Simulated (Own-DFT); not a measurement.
# Computed records: GaP (zincblende, atoms displaced)

All values are calculated (Own-DFT development build). A calculation, not a measurement: plane-wave PBE density functional theory by an unreviewed code, no spin, of a simulated periodic cell, stress positive in tension, free energy of the whole cell less one offset for each atom, forces on such cells passed a denser k mesh, this cell's mesh not checked; offsets are fitted by least squares, one for each functional and potential file, so energies compare only between cells with the same atoms and settings and are not formation energies; the far tail of each file's local potential was reset to the Coulomb form; each entry is a single point on an unrelaxed cell, so the pressure reflects the starting lattice, mostly measured values (interpolated for alloys), from which strain is counted, and rises with the displacements; printed positions are rounded, which can move forces by about a meV/angstrom; the program, named Own-DFT, is a retired in-house code; no spin-orbit coupling.

Common to all runs: functional PBE; potential files PseudoDojo norm-conserving, scalar-relativistic, standard set; wave cutoff 42 hartree; occupations Fermi-Dirac; smearing width 0.1 eV; hardware one NVIDIA H100; k mesh 3 x 3 x 3 centred on Gamma.

(1) GaP (zincblende, atoms displaced)

```
GaP
1.0
     10.9010     0.0000     0.0000
      0.0000    10.9010     0.0000
      0.0000     0.0000    10.9010
Ga P Ga P Ga P Ga P Ga P Ga P Ga P Ga P
4 4 4 4 4 4 4 4 4 4 4 4 4 4 4 4
Direct
  0.00370 0.99955 0.00168
  0.99883 0.24677 0.24903
  0.25134 0.00238 0.24992
  0.25093 0.25208 0.99858
  0.12220 0.12114 0.12616
  0.12567 0.37499 0.37643
  0.37563 0.12750 0.37512
  0.37405 0.37364 0.12613
  0.00110 0.99946 0.50198
  0.00061 0.25147 0.74872
  0.25207 0.99905 0.74968
  0.25150 0.25279 0.49830
  0.12532 0.12651 0.62499
  0.12407 0.37524 0.87207
  0.37548 0.12780 0.87214
  0.37372 0.37653 0.62461
  0.99840 0.50070 0.99562
  0.00154 0.75107 0.25033
  0.24907 0.50248 0.25246
  0.25065 0.74893 0.99714
  0.12306 0.62453 0.12571
  0.12446 0.87873 0.37564
  0.37728 0.62691 0.37506
  0.38043 0.87635 0.12390
  0.00272 0.49978 0.49727
  0.99792 0.75343 0.74845
  0.25314 0.50038 0.74968
  0.24996 0.74900 0.49909
  0.12306 0.62694 0.62826
  0.12567 0.87642 0.87287
  0.37392 0.62461 0.87597
  0.37558 0.87674 0.62474
  0.49935 0.99983 0.00029
  0.49941 0.24861 0.25058
  0.74862 0.99923 0.25011
  0.74889 0.25205 0.00185
  0.62641 0.12143 0.12347
  0.62578 0.37393 0.37395
  0.87675 0.12277 0.37432
  0.87368 0.37347 0.12832
  0.49721 0.99806 0.50127
  0.50047 0.24835 0.74994
  0.75127 0.99841 0.75217
  0.75064 0.24787 0.49993
  0.62480 0.12489 0.62898
  0.62643 0.37285 0.87408
  0.87603 0.12603 0.87199
  0.87531 0.37186 0.62436
  0.49733 0.49817 0.00083
  0.50053 0.74773 0.24985
  0.74915 0.49767 0.24845
  0.74924 0.75084 0.00015
  0.62363 0.62582 0.12587
  0.62628 0.88206 0.37160
  0.87352 0.62563 0.37474
  0.87619 0.87378 0.12669
  0.50172 0.50103 0.50005
  0.49854 0.75161 0.75124
  0.75059 0.50266 0.75038
  0.75193 0.75180 0.49999
  0.62928 0.62612 0.62736
  0.62691 0.87256 0.87419
  0.87465 0.62376 0.87702
  0.87436 0.87619 0.62524
```

| Property | Result |
| --- | --- |
| free energy of cell above offsets | -35.705 eV |
| pressure | 2.72 GPa |
| stress xx | -2.73 GPa |
| stress yy | -2.71 GPa |
| stress zz | -2.73 GPa |
| stress yz | 0.03 GPa |
| stress xz | 0.07 GPa |
| stress xy | 0.06 GPa |
| wall time | 526.4 s |

Force:
```tsv
element	x (eV/Å)	y (eV/Å)	z (eV/Å)
Ga	-0.646	-0.103	-0.412
Ga	0.168	0.246	0.235
Ga	0.128	-0.251	-0.02
Ga	-0.388	-0.289	0.131
P	0.671	0.683	-0.197
P	-0.08	-0.117	-0.5
P	-0.08	-0.264	0.148
P	-0.088	0.181	0.151
Ga	-0.06	0.228	0.011
Ga	-0.052	-0.22	-0.039
Ga	-0.213	0.368	-0.082
Ga	-0.158	-0.25	0.246
P	0.269	-0.08	-0.064
P	0.217	0.115	0.246
P	-0.091	-0.405	0.437
P	0.458	-0.104	-0.016
Ga	0.163	-0.371	0.605
Ga	-0.121	-0.076	0.183
Ga	0.075	-0.186	-0.19
Ga	-0.169	0.281	0.467
P	0.226	0.056	-0.259
P	0.319	-0.398	-0.078
P	-0.173	-0.173	0.133
P	-0.812	-0.329	0.167
Ga	-0.422	0.129	0.431
Ga	0	-0.237	0.344
Ga	-0.438	0.106	-0.003
Ga	-0.185	0.201	0.161
P	0.259	-0.206	-0.358
P	0.027	-0.184	0.177
P	0.289	-0.046	-0.158
P	-0.191	-0.498	0.016
Ga	0.263	0.155	-0.491
Ga	0.326	-0.016	-0.26
Ga	0.588	0.295	-0.328
Ga	0.217	-0.399	-0.188
P	-0.188	0.466	0.114
P	-0.117	-0.031	0.183
P	-0.251	0.003	0.179
P	0.366	0.177	-0.52
Ga	0.458	0.522	-0.126
Ga	0	0.431	-0.138
Ga	-0.096	0.204	-0.082
Ga	-0.072	-0.082	-0.006
P	0.043	-0.302	-0.53
P	-0.279	0.449	0.084
P	0.077	-0.062	0.644
P	-0.028	0.611	-0.108
Ga	0.358	-0.012	-0.083
Ga	0.216	0.542	0.094
Ga	-0.039	0.36	0.202
Ga	0.159	-0.161	0.233
P	0.147	-0.334	-0.25
P	-0.433	-1.034	0.655
P	0.206	-0.125	-0.105
P	-0.122	0.153	-0.271
Ga	0.157	-0.041	0.128
Ga	0.173	-0.244	-0.147
Ga	0.206	-0.564	0.003
Ga	-0.294	0.122	-0.22
P	-0.587	0.197	-0.315
P	-0.301	0.332	0.172
P	-0.064	0.52	-0.337
P	0.013	0.06	-0.095
```

(2) GaP (zincblende, atoms displaced)

```
GaP
1.0
     10.9010     0.0000     0.0000
      0.0000    10.9010     0.0000
      0.0000     0.0000    10.9010
Ga P Ga P Ga P Ga P Ga P Ga P Ga P Ga P
4 4 4 4 4 4 4 4 4 4 4 4 4 4 4 4
Direct
  0.99851 0.00069 0.00132
  0.00064 0.24669 0.24945
  0.24922 0.99642 0.25108
  0.24930 0.25388 0.00149
  0.12436 0.12307 0.12445
  0.12615 0.37353 0.37308
  0.37664 0.12224 0.37273
  0.37633 0.37418 0.12358
  0.00041 0.99848 0.50025
  0.99850 0.25044 0.75021
  0.25096 0.99830 0.75149
  0.25266 0.25263 0.50353
  0.12303 0.12616 0.62417
  0.12689 0.37368 0.87461
  0.37397 0.12754 0.87729
  0.37597 0.37509 0.62458
  0.00028 0.50273 0.99967
  0.99975 0.75196 0.24992
  0.25119 0.49822 0.24820
  0.24971 0.75117 0.00013
  0.12338 0.62390 0.12458
  0.12308 0.87661 0.37432
  0.37453 0.62192 0.37436
  0.37414 0.87548 0.12537
  0.99972 0.49998 0.50018
  0.00284 0.75088 0.75344
  0.24905 0.49722 0.75293
  0.24573 0.74800 0.50060
  0.12549 0.62712 0.62463
  0.12465 0.87321 0.87453
  0.37522 0.62359 0.87453
  0.37538 0.87376 0.62463
  0.50094 0.00003 0.99935
  0.49930 0.25030 0.24650
  0.75176 0.99956 0.25298
  0.74648 0.24762 0.00102
  0.62710 0.12579 0.12343
  0.62792 0.37403 0.37772
  0.87364 0.12197 0.37311
  0.87493 0.37675 0.12741
  0.50298 0.99609 0.50256
  0.50051 0.24828 0.75253
  0.75095 0.00090 0.74726
  0.74924 0.25100 0.49965
  0.62730 0.12647 0.62694
  0.63025 0.37439 0.87875
  0.87392 0.12590 0.87709
  0.87506 0.37432 0.62473
  0.50303 0.49977 0.00021
  0.49944 0.74758 0.25229
  0.75103 0.50075 0.25173
  0.75255 0.75271 0.00094
  0.62351 0.62476 0.12636
  0.62461 0.87697 0.37301
  0.87461 0.62222 0.37532
  0.87295 0.87293 0.12449
  0.50143 0.50012 0.49928
  0.49809 0.74907 0.75071
  0.74772 0.50195 0.75017
  0.75175 0.74839 0.49948
  0.62545 0.62675 0.62470
  0.62758 0.87448 0.87449
  0.87674 0.62520 0.87467
  0.87531 0.87455 0.62579
```

| Property | Result |
| --- | --- |
| free energy of cell above offsets | -35.768 eV |
| pressure | 2.71 GPa |
| stress xx | -2.71 GPa |
| stress yy | -2.7 GPa |
| stress zz | -2.72 GPa |
| stress yz | 0.05 GPa |
| stress xz | -0.06 GPa |
| stress xy | -0.24 GPa |
| wall time | 512.9 s |

Force:
```tsv
element	x (eV/Å)	y (eV/Å)	z (eV/Å)
Ga	0.025	-0.189	-0.189
Ga	-0.137	0.223	0.012
Ga	0.092	0.403	-0.145
Ga	-0.043	-0.474	0.044
P	0.273	0.097	0.036
P	-0.053	0.027	0.269
P	-0.051	0.189	0.44
P	0.001	0.295	0.012
Ga	-0.212	0.226	0.058
Ga	0.051	-0.114	0.082
Ga	-0.113	0.317	-0.182
Ga	-0.158	-0.467	-0.575
P	0.311	-0.176	0.186
P	-0.562	0.149	0.168
P	-0.023	-0.311	-0.056
P	0.273	0.162	0.399
Ga	-0.083	-0.49	-0.005
Ga	-0.106	-0.363	0.03
Ga	-0.167	0.024	-0.021
Ga	0.059	-0.26	0.062
P	0.339	0.288	0.16
P	0.136	-0.368	0.157
P	-0.152	0.259	0.2
P	0.244	-0.203	-0.026
Ga	0.231	-0.15	-0.041
Ga	-0.344	-0.143	-0.451
Ga	0.183	0.305	-0.468
Ga	0.493	0.247	-0.334
P	-0.227	-0.547	0.377
P	0.113	0.471	0.35
P	-0.037	-0.007	0.238
P	-0.198	-0.062	0.003
Ga	-0.007	-0.008	0.021
Ga	0.275	-0.149	0.433
Ga	-0.285	-0.025	-0.585
Ga	0.79	0.338	0.204
P	-0.296	-0.435	0.434
P	-0.497	0.105	-0.543
P	0.284	0.398	0.501
P	0.057	-0.322	-0.355
Ga	-0.161	0.517	-0.142
Ga	0.088	0.338	-0.023
Ga	0.095	-0.043	0.351
Ga	0.336	-0.331	0.069
P	-0.304	-0.122	-0.241
P	-0.619	0.136	-0.526
P	0.06	-0.108	-0.218
P	-0.104	0.225	0.107
Ga	-0.162	0	-0.094
Ga	-0.115	0.246	-0.189
Ga	-0.24	-0.139	-0.145
Ga	-0.39	-0.578	-0.184
P	0.384	0.148	-0.067
P	0.166	-0.54	0.29
P	0.25	0.465	-0.027
P	0.331	0.446	0.303
Ga	0.016	-0.056	0.113
Ga	0.232	0.083	0.021
Ga	0.327	-0.151	-0.051
Ga	-0.103	0.269	-0.114
P	-0.203	-0.081	0.016
P	-0.271	0.072	-0.105
P	-0.254	0.087	-0.01
P	0.161	-0.146	-0.036
```

(3) GaP (zincblende, atoms displaced)

```
GaP
1.0
     10.9010     0.0000     0.0000
      0.0000    10.9010     0.0000
      0.0000     0.0000    10.9010
Ga P Ga P Ga P Ga P Ga P Ga P Ga P Ga P
4 4 4 4 4 4 4 4 4 4 4 4 4 4 4 4
Direct
  0.99743 0.99798 0.00219
  0.00114 0.24931 0.24848
  0.24861 0.00292 0.24931
  0.25043 0.25314 0.00015
  0.12391 0.12541 0.12715
  0.12243 0.37197 0.37882
  0.37466 0.12763 0.37665
  0.37610 0.37187 0.12447
  0.99892 0.99862 0.50064
  0.00177 0.24851 0.75099
  0.25024 0.99751 0.75261
  0.25080 0.24829 0.50190
  0.12119 0.12398 0.62222
  0.12478 0.37510 0.87654
  0.37657 0.12318 0.87527
  0.37370 0.37154 0.62600
  0.99816 0.49676 0.99464
  0.00047 0.75268 0.24960
  0.25053 0.50151 0.25222
  0.24940 0.75205 0.99997
  0.12284 0.62596 0.12533
  0.12411 0.87703 0.37659
  0.37619 0.62358 0.37538
  0.37757 0.87553 0.12360
  0.00209 0.49769 0.50331
  0.99816 0.74905 0.75132
  0.24715 0.50145 0.74892
  0.24691 0.75490 0.49895
  0.12579 0.62593 0.62275
  0.12373 0.87585 0.87327
  0.37531 0.62567 0.87236
  0.37248 0.87370 0.62480
  0.49857 0.99924 0.99804
  0.50220 0.24904 0.24903
  0.74963 0.00039 0.25103
  0.75070 0.24928 0.99859
  0.62787 0.12737 0.12573
  0.62488 0.37526 0.37413
  0.87643 0.12347 0.37369
  0.87313 0.37645 0.12414
  0.50046 0.99909 0.49991
  0.50289 0.25366 0.75128
  0.74980 0.00104 0.75080
  0.75352 0.25042 0.49827
  0.62495 0.12347 0.62601
  0.62427 0.37330 0.87128
  0.87435 0.12369 0.87587
  0.87693 0.37823 0.62425
  0.50041 0.50049 0.00095
  0.50305 0.75044 0.25053
  0.75197 0.50264 0.25030
  0.74822 0.74839 0.99944
  0.62170 0.62415 0.12573
  0.62318 0.87531 0.37672
  0.87455 0.62457 0.37639
  0.87523 0.87352 0.12187
  0.50111 0.50043 0.49823
  0.49900 0.74976 0.74955
  0.74991 0.50100 0.75053
  0.74890 0.74986 0.49960
  0.62930 0.62366 0.62196
  0.62641 0.87481 0.87527
  0.87855 0.62257 0.87517
  0.87203 0.87472 0.62704
```

| Property | Result |
| --- | --- |
| free energy of cell above offsets | -35.710 eV |
| pressure | 2.72 GPa |
| stress xx | -2.72 GPa |
| stress yy | -2.72 GPa |
| stress zz | -2.73 GPa |
| stress yz | -0.08 GPa |
| stress xz | -0.19 GPa |
| stress xy | -0.05 GPa |
| wall time | 511.2 s |

Force:
```tsv
element	x (eV/Å)	y (eV/Å)	z (eV/Å)
Ga	0.36	0.287	-0.254
Ga	-0.307	0.239	0.155
Ga	0.378	-0.237	0.164
Ga	0.009	-0.573	-0.012
P	0.086	0.007	-0.619
P	0.427	0.241	-0.422
P	0.194	-0.355	-0.256
P	-0.068	0.506	0.236
Ga	-0.285	-0.037	0.061
Ga	-0.266	0.118	-0.128
Ga	-0.129	0.431	-0.42
Ga	-0.257	0.037	-0.024
P	0.562	-0.132	0.517
P	0.169	-0.125	-0.396
P	-0.235	0.472	-0.144
P	0.155	0.568	-0.017
Ga	0.228	0.186	0.837
Ga	-0.155	-0.256	0.159
Ga	-0.248	-0.37	-0.18
Ga	0.02	-0.198	-0.034
P	0.168	-0.264	-0.209
P	-0.02	0.067	-0.431
P	-0.167	0.553	0.075
P	-0.337	-0.001	0.375
Ga	-0.111	0.379	-0.392
Ga	0.198	0.062	-0.323
Ga	0.296	-0.168	-0.008
Ga	0.372	-0.574	-0.081
P	-0.188	0.179	0.199
P	-0.114	-0.131	0.363
P	-0.163	-0.15	0.37
P	0.304	0.199	0.018
Ga	0.479	0.17	0.307
Ga	-0.117	0.053	0.175
Ga	0.071	-0.175	-0.166
Ga	-0.058	0.194	0.012
P	-0.322	-0.483	-0.271
P	0.228	-0.033	-0.034
P	-0.028	0.073	0.046
P	0.215	-0.161	-0.004
Ga	-0.33	0.191	0.19
Ga	-0.483	-0.725	-0.368
Ga	-0.072	-0.066	0.005
Ga	-0.243	-0.052	0.175
P	0.114	0.355	-0.195
P	0.389	0.542	0.718
P	0.216	0.116	-0.056
P	-0.236	-0.552	0.444
Ga	-0.234	-0.232	-0.339
Ga	-0.468	-0.005	0.037
Ga	-0.27	-0.17	0.009
Ga	0.134	-0.196	0
P	0.54	0.067	-0.074
P	0.32	-0.009	-0.217
P	0.397	0.198	-0.029
P	-0.415	-0.022	0.523
Ga	-0.119	-0.287	0.335
Ga	0.357	-0.052	-0.255
Ga	0.159	-0.114	-0.12
Ga	0.222	0.112	-0.069
P	-0.643	0.14	0.414
P	-0.207	-0.057	-0.146
P	-0.687	0.288	-0.051
P	0.217	-0.068	-0.176
```

(4) GaP (zincblende, atoms displaced)

```
GaP
1.0
     10.9010     0.0000     0.0000
      0.0000    10.9010     0.0000
      0.0000     0.0000    10.9010
Ga P Ga P Ga P Ga P Ga P Ga P Ga P Ga P
4 4 4 4 4 4 4 4 4 4 4 4 4 4 4 4
Direct
  0.00104 0.00119 0.00028
  0.99850 0.25175 0.25033
  0.24995 0.00181 0.24612
  0.24942 0.24835 0.00117
  0.12470 0.12669 0.12429
  0.12573 0.37394 0.37378
  0.37602 0.12495 0.37431
  0.37452 0.37530 0.12702
  0.00138 0.00068 0.50316
  0.00046 0.24911 0.75320
  0.25246 0.99828 0.75133
  0.25188 0.24860 0.50023
  0.12566 0.12157 0.62103
  0.12172 0.37564 0.87745
  0.37568 0.12287 0.87790
  0.37290 0.37449 0.62609
  0.99938 0.50320 0.00070
  0.99582 0.74832 0.25148
  0.24982 0.50027 0.24792
  0.25017 0.74911 0.00241
  0.12642 0.62436 0.12738
  0.12632 0.87722 0.37240
  0.37297 0.62605 0.37496
  0.37514 0.87615 0.12551
  0.00144 0.50041 0.50205
  0.00236 0.74420 0.75153
  0.24873 0.50142 0.75110
  0.24840 0.75014 0.49852
  0.12547 0.62707 0.62824
  0.12540 0.87383 0.87577
  0.37280 0.62340 0.87761
  0.37481 0.87401 0.62737
  0.49920 0.99976 0.99825
  0.49920 0.24856 0.24697
  0.74932 0.00250 0.24923
  0.75133 0.24748 0.00008
  0.62747 0.12503 0.12668
  0.62283 0.37432 0.37286
  0.87418 0.12368 0.37663
  0.87593 0.37561 0.12418
  0.49977 0.00177 0.49752
  0.49826 0.24985 0.74945
  0.75047 0.99940 0.74950
  0.74923 0.25132 0.49878
  0.62440 0.12560 0.62392
  0.62382 0.37494 0.87517
  0.87685 0.12352 0.87463
  0.87596 0.37756 0.62294
  0.50272 0.50025 0.99930
  0.49927 0.75127 0.24940
  0.74935 0.50015 0.24890
  0.75034 0.74592 0.99615
  0.62326 0.62398 0.12414
  0.62348 0.87697 0.37697
  0.87499 0.62579 0.37390
  0.87386 0.87292 0.12262
  0.49708 0.49957 0.49826
  0.50007 0.75060 0.74828
  0.75125 0.49890 0.75418
  0.74891 0.75010 0.49913
  0.62633 0.62703 0.62718
  0.62394 0.87391 0.87540
  0.87047 0.62503 0.87768
  0.87270 0.87685 0.62894
```

| Quantity | Value |
| --- | --- |
| free energy of cell above offsets | -35.759 eV |
| pressure | 2.71 GPa |
| stress xx | -2.72 GPa |
| stress yy | -2.72 GPa |
| stress zz | -2.7 GPa |
| stress yz | -0.12 GPa |
| stress xz | 0.07 GPa |
| stress xy | 0.24 GPa |
| wall time | 524.3 s |

Force:
```tsv
element	x (eV/Å)	y (eV/Å)	z (eV/Å)
Ga	-0.016	-0.326	0.039
Ga	-0.021	-0.222	0.098
Ga	0.037	0.021	0.29
Ga	0.099	0.358	-0.094
P	-0.208	-0.054	0.174
P	0.044	0.173	0.249
P	-0.167	0.017	-0.2
P	0.131	-0.051	-0.489
Ga	-0.358	-0.467	-0.405
Ga	0.069	0.049	-0.629
Ga	-0.303	0.071	-0.072
Ga	-0.198	0.063	-0.146
P	0.276	0.533	0.883
P	0.386	0.002	-0.146
P	-0.179	0.404	-0.367
P	0.027	0.158	-0.024
Ga	0.014	-0.096	0.146
Ga	0.493	0.381	-0.237
Ga	0.034	-0.127	0.382
Ga	-0.047	0.135	-0.056
P	-0.382	0.241	-0.156
P	-0.359	-0.169	0.137
P	0.09	-0.083	-0.119
P	0.033	-0.064	-0.163
Ga	0.128	0.126	-0.313
Ga	-0.592	0.732	0.21
Ga	-0.012	-0.3	0.161
Ga	0.054	0.273	0.158
P	0.106	-0.344	-0.568
P	-0.022	-0.03	0.048
P	0.375	0.211	-0.241
P	0.061	0.138	-0.564
Ga	0.383	-0.115	0.415
Ga	0.057	0.086	0.222
Ga	0.217	-0.528	0.186
Ga	-0.01	0.25	-0.087
P	-0.422	-0.042	-0.479
P	0.074	0.108	0.085
P	0.195	0.166	-0.105
P	-0.181	0.018	-0.001
Ga	-0.171	-0.186	0.455
Ga	0.085	-0.088	0.089
Ga	-0.366	0.207	0.242
Ga	-0.001	0.047	0.049
P	0.057	0.032	0.153
P	0.178	-0.346	0.023
P	-0.288	0.02	0.032
P	-0.129	-0.38	0.456
Ga	-0.47	-0.176	0.111
Ga	0.088	-0.015	0.167
Ga	-0.017	-0.087	0.055
Ga	-0.509	0.615	0.617
P	0.214	0.272	0.14
P	0.201	-0.202	-0.418
P	-0.189	-0.316	0.393
P	-0.058	0.194	0.115
Ga	0.303	0.128	0.274
Ga	-0.149	-0.207	0.362
Ga	-0.204	-0.036	-0.518
Ga	0.139	0.185	0.177
P	-0.137	-0.542	-0.251
P	0.118	0.093	-0.094
P	0.841	-0.292	-0.426
P	0.561	-0.616	-0.426
```
